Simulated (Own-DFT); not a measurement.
Simulation results for Si₁₂O₂₃ (quartz with two neutral oxygen vacancies, atoms displaced)

All values are calculated (Own-DFT development build). A calculation, not a measurement: plane-wave PBE and HSE06 DFT by an unreviewed code, no spin, of a simulated cell at Gamma alone, so results move with cell size and shape, stress positive in tension, energies less offsets, not probed for a lower state with spin; oxygen file: force components 24 meV/angstrom off all-electron in a glass; k mesh not checked against a denser one; forces and stress are PBE's, HSE06 gives the energy alone, and its difference from PBE has offsets of its own; offsets are fitted by least squares, one for each functional and potential file, so energies compare only between cells with the same atoms and settings and are not formation energies; the far tail of each file's local potential was reset to the Coulomb form; each entry is a single point on an unrelaxed cell, so the pressure reflects the starting lattice, mostly measured values (interpolated for alloys), from which strain is counted, and rises with the displacements; printed positions are rounded, which can move forces by about a meV/angstrom; the program, named Own-DFT, is a retired in-house code; no spin-orbit coupling.

Common to all runs: first functional PBE; second functional HSE06; exact exchange share 0.25; screening 0.11 1/bohr; exchange divergence Gygi-Baldereschi; potential files PseudoDojo norm-conserving, scalar-relativistic, made for PBE, standard set; wave cutoff 48 hartree; occupations fixed; k mesh 1 x 1 x 1 centred on Gamma.

(1) Si₁₂O₂₃ (quartz with two neutral oxygen vacancies, atoms displaced)

```
Si12O23
1.0
      9.8268     0.0000     0.0000
     -4.9134     8.5103     0.0000
      0.0000     0.0000    10.8104
Si O Si O Si O Si O Si O Si O Si O Si O
3 6 3 6 3 6 3 6 3 6 3 6 3 4 3 6
Direct
  0.23355 0.99803 0.00378
  0.99784 0.23609 0.33341
  0.26613 0.26097 0.16696
  0.20672 0.14019 0.05735
  0.42403 0.29407 0.22735
  0.36362 0.07459 0.39619
  0.07183 0.37210 0.44268
  0.13363 0.20848 0.26932
  0.29084 0.42630 0.10624
  0.23167 0.99879 0.49887
  0.00639 0.23186 0.83596
  0.25963 0.26699 0.66775
  0.20313 0.13216 0.55713
  0.42316 0.29052 0.72433
  0.36875 0.07880 0.89529
  0.07656 0.37025 0.93840
  0.13682 0.20904 0.77175
  0.29335 0.42360 0.60814
  0.22808 0.49106 0.00202
  0.99717 0.73498 0.33208
  0.26603 0.76375 0.17046
  0.20289 0.62840 0.06431
  0.43033 0.79401 0.22640
  0.37072 0.57990 0.39562
  0.07226 0.86635 0.44058
  0.13895 0.70912 0.27145
  0.29342 0.92949 0.11146
  0.23609 0.49646 0.50067
  0.00401 0.73499 0.83459
  0.26621 0.76785 0.66702
  0.20475 0.63384 0.55744
  0.42602 0.79076 0.72228
  0.36817 0.57293 0.88801
  0.07064 0.86787 0.93877
  0.12887 0.70678 0.77305
  0.28637 0.92563 0.60826
  0.73090 0.00204 0.99821
  0.49407 0.23555 0.33292
  0.76280 0.26152 0.16702
  0.71091 0.13437 0.05936
  0.92936 0.29811 0.22473
  0.87417 0.08000 0.38925
  0.56957 0.36455 0.44397
  0.63272 0.20465 0.26960
  0.80049 0.43057 0.11351
  0.73353 0.00367 0.50242
  0.50135 0.23648 0.83009
  0.76474 0.26562 0.66387
  0.70347 0.12481 0.56016
  0.93003 0.29630 0.72670
  0.85549 0.06902 0.89323
  0.57103 0.36967 0.93625
  0.62987 0.20373 0.77123
  0.79469 0.42473 0.61024
  0.73784 0.49860 0.00173
  0.49849 0.73653 0.33357
  0.77006 0.76655 0.16400
  0.70445 0.63330 0.05732
  0.86756 0.57546 0.39314
  0.57638 0.86785 0.44209
  0.63602 0.70386 0.27385
  0.73521 0.50320 0.50343
  0.49427 0.72645 0.82800
  0.76443 0.76436 0.66737
  0.71332 0.63716 0.55929
  0.92114 0.79560 0.72497
  0.86626 0.57284 0.89474
  0.57935 0.87272 0.94509
  0.63242 0.70106 0.77457
  0.79461 0.92145 0.61122
```

| Quantity | Value |
| --- | --- |
| PBE energy of cell above offsets | -20.526 eV |
| HSE06 less PBE above offsets | 0.078 eV |
| PBE pressure | 7.54 GPa |
| PBE stress xx | -7.03 GPa |
| PBE stress yy | -9.24 GPa |
| PBE stress zz | -6.34 GPa |
| PBE stress yz | 0.05 GPa |
| PBE stress xz | 1.61 GPa |
| PBE stress xy | -1.15 GPa |

Force:
| element | x (eV/Å) | y (eV/Å) | z (eV/Å) |
| --- | --- | --- | --- |
| Si | -0.173 | 1.246 | -1.329 |
| Si | 1.699 | 2.994 | -1.271 |
| Si | -2.303 | 2.061 | -0.605 |
| O | 0.569 | -2.132 | -1.453 |
| O | 1.288 | 0.617 | -0.034 |
| O | 1.006 | 0.233 | -1.3 |
| O | -0.244 | -1.303 | -0.973 |
| O | -0.911 | -0.295 | 1.331 |
| O | 1.444 | -0.982 | 1.298 |
| Si | -0.467 | 0.307 | 1.134 |
| Si | -3.944 | -0.371 | -0.463 |
| Si | 4.055 | -2.268 | -2.145 |
| O | -0.777 | 1.13 | 0.925 |
| O | -0.2 | 0.288 | -0.379 |
| O | -0.476 | -1.3 | 0.697 |
| O | -1.878 | -2.666 | -1.372 |
| O | -1.022 | -1.48 | 2.207 |
| O | -0.698 | 2.346 | -0.903 |
| Si | 1.932 | 4.511 | -0.088 |
| Si | -0.943 | 0.999 | -2.552 |
| Si | 1.042 | 0.582 | -2.399 |
| O | 0.172 | 0.064 | -0.587 |
| O | -0.542 | 0.661 | -0.791 |
| O | -0.433 | -1.87 | 0.664 |
| O | -0.623 | -0.622 | -0.349 |
| O | -2.509 | -0.825 | 2.714 |
| O | 0.37 | -0.322 | 0.283 |
| Si | -0.874 | 1.961 | 0.13 |
| Si | -4.206 | 0.109 | -0.593 |
| Si | -1.018 | -1.44 | -1.039 |
| O | 0.366 | 0.057 | 0.554 |
| O | 0.539 | 0.589 | 0.218 |
| O | -2.014 | -2.951 | 2.369 |
| O | 0.328 | 0.843 | 0.986 |
| O | 2.956 | -0.338 | -1.191 |
| O | 0.477 | 0.448 | 0.29 |
| Si | 3.358 | -1.326 | 3.52 |
| Si | 2.527 | -0.116 | 0.834 |
| Si | 0.977 | 1.476 | -0.188 |
| O | -1.434 | 1.277 | 0.55 |
| O | 0.212 | -0.076 | 0.13 |
| O | -2.254 | -3.807 | 2.945 |
| O | 0.346 | 0.323 | -0.052 |
| O | -2.526 | -0.563 | 2.01 |
| O | -0.835 | 0.288 | -1.118 |
| Si | 5.227 | -3.492 | -1.904 |
| Si | -1.025 | 0.127 | 0.576 |
| Si | 1.415 | -1.814 | 1.921 |
| O | -2.813 | 3.986 | 2.196 |
| O | 0.365 | -0.674 | 0.396 |
| O | 3.116 | 2.504 | -2.59 |
| O | 0.812 | 0.631 | 0.85 |
| O | 1.267 | -0.217 | -0.676 |
| O | -1.111 | 2.091 | -1.536 |
| Si | -1.125 | -0.335 | 0.448 |
| Si | 3.028 | 0.576 | -0.206 |
| Si | 0.473 | 2.308 | 0.68 |
| O | 0.378 | -0.937 | -0.445 |
| O | -0.362 | -1.8 | 1.116 |
| O | -0.536 | -0.322 | -0.392 |
| O | -1.199 | 0.123 | 0.623 |
| Si | 1.198 | -1.556 | -1.451 |
| Si | 1.599 | 3.571 | 1.602 |
| Si | -0.859 | -1.414 | 0.594 |
| O | -1.205 | 0.083 | -0.016 |
| O | 4.177 | -0.211 | 2.59 |
| O | 0.91 | 0.306 | -0.74 |
| O | -3.425 | -5.298 | -3.665 |
| O | -0.388 | -0.23 | 0.014 |
| O | -2.278 | 3.639 | -2.589 |

(2) Si₁₂O₂₃ (quartz with two neutral oxygen vacancies, atoms displaced)

```
Si12O23
1.0
      9.8268     0.0000     0.0000
     -4.9134     8.5103     0.0000
      0.0000     0.0000    10.8104
Si O Si O Si O Si O Si O Si O Si O Si O
3 6 3 5 3 6 3 5 3 6 3 6 3 6 3 6
Direct
  0.23457 0.99577 0.00212
  0.00308 0.23366 0.33385
  0.26777 0.26717 0.16497
  0.20235 0.13381 0.06188
  0.42987 0.29605 0.22709
  0.36550 0.07386 0.38701
  0.07946 0.36799 0.43832
  0.13149 0.20438 0.27678
  0.29334 0.42930 0.10575
  0.23897 0.00145 0.50078
  0.00007 0.23402 0.82987
  0.26225 0.26137 0.66720
  0.20407 0.13482 0.55482
  0.43239 0.30152 0.72520
  0.07738 0.37257 0.93927
  0.13711 0.21017 0.77422
  0.29232 0.42691 0.60262
  0.23393 0.49982 0.00123
  0.99745 0.72853 0.33601
  0.27070 0.77407 0.17052
  0.20560 0.63047 0.06149
  0.42984 0.79199 0.22487
  0.36754 0.57531 0.39974
  0.06988 0.87259 0.44418
  0.12693 0.70463 0.28114
  0.29386 0.92675 0.10595
  0.23357 0.49791 0.49641
  0.99985 0.73163 0.83708
  0.26792 0.76607 0.66637
  0.20346 0.63272 0.56242
  0.42454 0.79619 0.72498
  0.37201 0.57135 0.89440
  0.13396 0.70103 0.77311
  0.29494 0.92958 0.61243
  0.73630 0.00380 0.00116
  0.49976 0.23375 0.33049
  0.76149 0.26605 0.16151
  0.70170 0.13153 0.06146
  0.93107 0.29849 0.22489
  0.86722 0.07675 0.38964
  0.57666 0.36423 0.44231
  0.63368 0.20576 0.27186
  0.79212 0.42242 0.10562
  0.73279 0.99792 0.50049
  0.49913 0.23657 0.83325
  0.76572 0.26887 0.66800
  0.70651 0.13048 0.56823
  0.92965 0.29223 0.72743
  0.86177 0.06719 0.89410
  0.57226 0.37016 0.93528
  0.63441 0.21057 0.77663
  0.79738 0.42812 0.60662
  0.74462 0.50259 0.99877
  0.49868 0.73460 0.33403
  0.77349 0.77257 0.16571
  0.70910 0.63610 0.06013
  0.92913 0.79843 0.22479
  0.86767 0.57562 0.39374
  0.57595 0.87193 0.43503
  0.63796 0.70826 0.27447
  0.79433 0.92664 0.10673
  0.73222 0.49970 0.49949
  0.50289 0.73198 0.83237
  0.77225 0.77304 0.66418
  0.70746 0.63588 0.55843
  0.92901 0.79757 0.72607
  0.86528 0.57227 0.88827
  0.57099 0.86616 0.93668
  0.63042 0.70008 0.77084
  0.79468 0.92491 0.60639
```

| Quantity | Value |
| --- | --- |
| PBE energy of cell above offsets | -21.275 eV |
| HSE06 less PBE above offsets | 0.106 eV |
| PBE pressure | 6.66 GPa |
| PBE stress xx | -7.15 GPa |
| PBE stress yy | -7.11 GPa |
| PBE stress zz | -5.71 GPa |
| PBE stress yz | 1.46 GPa |
| PBE stress xz | -0.62 GPa |
| PBE stress xy | 0.81 GPa |

Force:
| element | x (eV/Å) | y (eV/Å) | z (eV/Å) |
| --- | --- | --- | --- |
| Si | -1.66 | 1.576 | -4.814 |
| Si | -2.121 | 1.555 | -1.028 |
| Si | -1.156 | 0.252 | 1.493 |
| O | 0.377 | -1.433 | -0.839 |
| O | -0.67 | 0.534 | -0.92 |
| O | -0.249 | -1.327 | 0.914 |
| O | -1.832 | -1.425 | -0.669 |
| O | 2.99 | 0.139 | -1.794 |
| O | 1.133 | -0.812 | 1.449 |
| Si | -0.775 | -0.43 | -0.27 |
| Si | 0.315 | -0.171 | 3.064 |
| Si | 1.075 | 2.022 | -1.691 |
| O | 0.252 | 0.192 | 0.543 |
| O | -0.843 | -0.352 | -0.853 |
| O | -1.35 | -2.468 | -1.525 |
| O | -0.312 | -0.974 | 0.837 |
| O | 0.867 | -1.181 | 1.418 |
| Si | 1.233 | 1.296 | -1.19 |
| Si | -2.883 | 4.838 | 0.598 |
| Si | -0.659 | -4.362 | 0.128 |
| O | -1.149 | 2.439 | 1.709 |
| O | -0.588 | 0.537 | -0.289 |
| O | 1.65 | 1.39 | -2.401 |
| O | 0.296 | -1.323 | -0.99 |
| O | 4.971 | 0.426 | -2.997 |
| O | 0.911 | 0.57 | 1.561 |
| Si | -0.858 | 1.5 | 3.262 |
| Si | 1.814 | 4.024 | -0.862 |
| Si | -1.574 | -0.863 | -0.016 |
| O | 0.308 | -0.919 | -1.375 |
| O | 3.236 | 0.012 | 1.644 |
| O | -0.619 | -0.546 | 0.367 |
| O | -1.042 | -0.072 | 0.677 |
| O | -0.364 | 1.118 | -0.876 |
| Si | -0.959 | -2.344 | -0.091 |
| Si | 0.725 | 0.983 | 0.976 |
| Si | 3.093 | -1.471 | 3.43 |
| O | -0.293 | -0.606 | -0.98 |
| O | -0.821 | -0.408 | -0.277 |
| O | -1.162 | -1.953 | 1.751 |
| O | -1.08 | -1.405 | -0.991 |
| O | 0.022 | -0.163 | 0.054 |
| O | -0.539 | 2.688 | -1.018 |
| Si | 0.937 | 1.741 | -0.399 |
| Si | -1.684 | -2.268 | 1.252 |
| Si | 0.684 | -0.718 | 0.839 |
| O | 0.016 | -0.716 | -0.962 |
| O | -1.648 | 0.619 | -1.492 |
| O | 1.565 | 2.002 | -1.699 |
| O | 1.129 | 2.212 | 2.145 |
| O | 1.207 | -0.283 | -0.428 |
| O | -0.455 | 1.053 | -0.532 |
| Si | -4.085 | -0.578 | 0.234 |
| Si | 2.055 | -0.684 | -0.276 |
| Si | -1.678 | -2.482 | 0.541 |
| O | 0.974 | -0.749 | -0.629 |
| O | 2.791 | -0.123 | 1.544 |
| O | -1.037 | -2.552 | 0.97 |
| O | -0.779 | -0.237 | 0.454 |
| O | -0.71 | 0.022 | 0.252 |
| O | -0.818 | 2.032 | -0.802 |
| Si | 1.095 | 0.919 | 0.984 |
| Si | -1.656 | 0.386 | -0.617 |
| Si | -0.447 | -4.076 | 1.598 |
| O | -0.04 | 0.117 | -0.027 |
| O | 1.617 | 0.047 | 1.187 |
| O | 0.373 | -1.516 | 0.052 |
| O | 0.525 | 1.275 | 1.17 |
| O | 1.524 | 0.535 | -1.055 |
| O | -1.163 | 2.942 | -1.413 |

(3) Si₁₂O₂₃ (quartz with two neutral oxygen vacancies, atoms displaced)

```
Si12O23
1.0
      9.8268     0.0000     0.0000
     -4.9134     8.5103     0.0000
      0.0000     0.0000    10.8104
Si O Si O Si O Si O Si O Si O Si O Si O
3 6 3 6 3 6 3 6 3 6 3 6 3 4 3 6
Direct
  0.23194 0.99763 0.00103
  0.00101 0.23328 0.33362
  0.26254 0.26809 0.16617
  0.20711 0.13564 0.05654
  0.42769 0.29598 0.22438
  0.36377 0.06989 0.39443
  0.07748 0.36741 0.43810
  0.14026 0.21206 0.27450
  0.29671 0.43236 0.10894
  0.23703 0.00522 0.50059
  0.00566 0.23784 0.83362
  0.26508 0.26549 0.66659
  0.20096 0.13344 0.55758
  0.43219 0.29587 0.72573
  0.36809 0.07106 0.89527
  0.07342 0.36593 0.94332
  0.13675 0.20452 0.77533
  0.29238 0.42812 0.60467
  0.23783 0.49605 0.00043
  0.99416 0.73503 0.32927
  0.26594 0.76763 0.16941
  0.20487 0.63530 0.05687
  0.42426 0.78860 0.21916
  0.36624 0.56923 0.39578
  0.07537 0.87149 0.44253
  0.13108 0.70140 0.27322
  0.30172 0.93039 0.10381
  0.23596 0.50005 0.49912
  0.99837 0.73511 0.83341
  0.26652 0.76406 0.66611
  0.21129 0.63474 0.55647
  0.42546 0.78998 0.72949
  0.36914 0.57791 0.89123
  0.07708 0.87092 0.94083
  0.13329 0.71350 0.77484
  0.28998 0.91998 0.60717
  0.73459 0.99921 0.99917
  0.49932 0.23291 0.33058
  0.76842 0.26945 0.16678
  0.70698 0.13291 0.06129
  0.92413 0.29508 0.22685
  0.86916 0.07558 0.39601
  0.57742 0.37103 0.43803
  0.63367 0.21109 0.27211
  0.79245 0.42444 0.11294
  0.73380 0.00227 0.49765
  0.50135 0.23490 0.83472
  0.76525 0.26744 0.67112
  0.71294 0.13390 0.55897
  0.92804 0.29785 0.73152
  0.86496 0.07613 0.89279
  0.57809 0.36826 0.93951
  0.63106 0.20230 0.77688
  0.79200 0.42671 0.60761
  0.73239 0.50039 0.00017
  0.50256 0.73524 0.33416
  0.77126 0.76856 0.16790
  0.92696 0.79444 0.22415
  0.86929 0.57322 0.39743
  0.57383 0.86775 0.44074
  0.63219 0.70602 0.27614
  0.73528 0.49707 0.50156
  0.49763 0.73012 0.82720
  0.76496 0.76156 0.66353
  0.70262 0.63321 0.55500
  0.92146 0.79044 0.73072
  0.87014 0.58103 0.89616
  0.57867 0.87344 0.94183
  0.63396 0.70509 0.77705
  0.79534 0.93182 0.60724
```

| Quantity | Value |
| --- | --- |
| PBE energy of cell above offsets | -21.655 eV |
| HSE06 less PBE above offsets | 0.003 eV |
| PBE pressure | 7.18 GPa |
| PBE stress xx | -9.71 GPa |
| PBE stress yy | -5.91 GPa |
| PBE stress zz | -5.92 GPa |
| PBE stress yz | 1.12 GPa |
| PBE stress xz | -0.5 GPa |
| PBE stress xy | -1.59 GPa |

Force:
| element | x (eV/Å) | y (eV/Å) | z (eV/Å) |
| --- | --- | --- | --- |
| Si | 1.777 | 1.571 | 0.21 |
| Si | -0.699 | 1.191 | -0.666 |
| Si | 2.374 | -0.48 | -1.037 |
| O | -0.679 | 0.768 | 0.702 |
| O | -0.18 | -0.155 | 0.009 |
| O | 1.327 | 1.321 | -1.351 |
| O | -0.828 | -0.51 | 0.002 |
| O | -1.33 | -0.938 | 1.046 |
| O | 0.84 | -0.254 | 0.741 |
| Si | 0.104 | -1.982 | 1.077 |
| Si | -0.877 | -0.895 | 0.584 |
| Si | 0.897 | 0.532 | -0.423 |
| O | -0.11 | 0.824 | 0.682 |
| O | -0.915 | 0.015 | -0.633 |
| O | 0.037 | 0.538 | -0.44 |
| O | 0.122 | -0.241 | -0.127 |
| O | -0.182 | -0.022 | 0.255 |
| O | 1.089 | -0.975 | 1.701 |
| Si | -2.102 | 3.244 | -0.437 |
| Si | 2.996 | 0.092 | 3.136 |
| Si | -1.023 | -1.151 | -2.458 |
| O | 0.627 | -0.607 | -0.028 |
| O | 2.885 | 0.142 | 2.389 |
| O | 1.331 | 1.542 | -1.733 |
| O | -0.954 | -1.703 | -1.657 |
| O | -1.262 | 0.324 | 0.683 |
| O | -0.311 | -0.006 | 0.849 |
| Si | -0.495 | -0.132 | -0.182 |
| Si | 0.496 | 1.72 | 0.954 |
| Si | -0.803 | -1.075 | 0.654 |
| O | -0.85 | 0.626 | 0.72 |
| O | -1.278 | 1.028 | -2.001 |
| O | -0.651 | -2.496 | 1.166 |
| O | -1.695 | -1.846 | -1.053 |
| O | 1.762 | -0.579 | -0.985 |
| O | -0.751 | 2.398 | -1.051 |
| Si | 1.971 | 0.133 | 2.509 |
| Si | -1.059 | 0.845 | 0.869 |
| Si | -0.628 | -2.725 | 0.019 |
| O | -0.17 | 0.235 | 0.273 |
| O | 2.823 | -0.151 | 1.509 |
| O | 0.54 | -0.443 | -1.017 |
| O | -0.981 | -1.719 | -0.738 |
| O | 0.92 | -0.857 | 0.118 |
| O | -1.201 | 2.954 | -2.195 |
| Si | 1.55 | -1.066 | 1.065 |
| Si | -0.967 | -0.998 | 0.361 |
| Si | 0.534 | -1.343 | -0.84 |
| O | -1.832 | 2.474 | 1.66 |
| O | 0.1 | 0.364 | -0.479 |
| O | 1.104 | 0.388 | -0.693 |
| O | -1.236 | -1.135 | -0.51 |
| O | 1.112 | -0.041 | -0.667 |
| O | 0.69 | -0.225 | 1.215 |
| Si | 0.474 | 3.316 | 3.468 |
| Si | -2.402 | -0.599 | -0.453 |
| Si | -4.277 | -0.868 | -4.573 |
| O | 1.945 | 1.235 | 0.517 |
| O | 0.358 | 0.521 | -0.782 |
| O | -0.85 | -0.5 | -0.417 |
| O | 2.001 | -0.089 | -0.71 |
| Si | -0.788 | 1.213 | -0.767 |
| Si | 1.441 | 2.637 | 3.468 |
| Si | -1.618 | 1.447 | 0.468 |
| O | 0.136 | -0.207 | 0.08 |
| O | -0.063 | 0.599 | -0.996 |
| O | -0.35 | -2.129 | 0.555 |
| O | -1.994 | -3.62 | -2.638 |
| O | 1.558 | -0.177 | -1.383 |
| O | 0.469 | -1.299 | 0.407 |
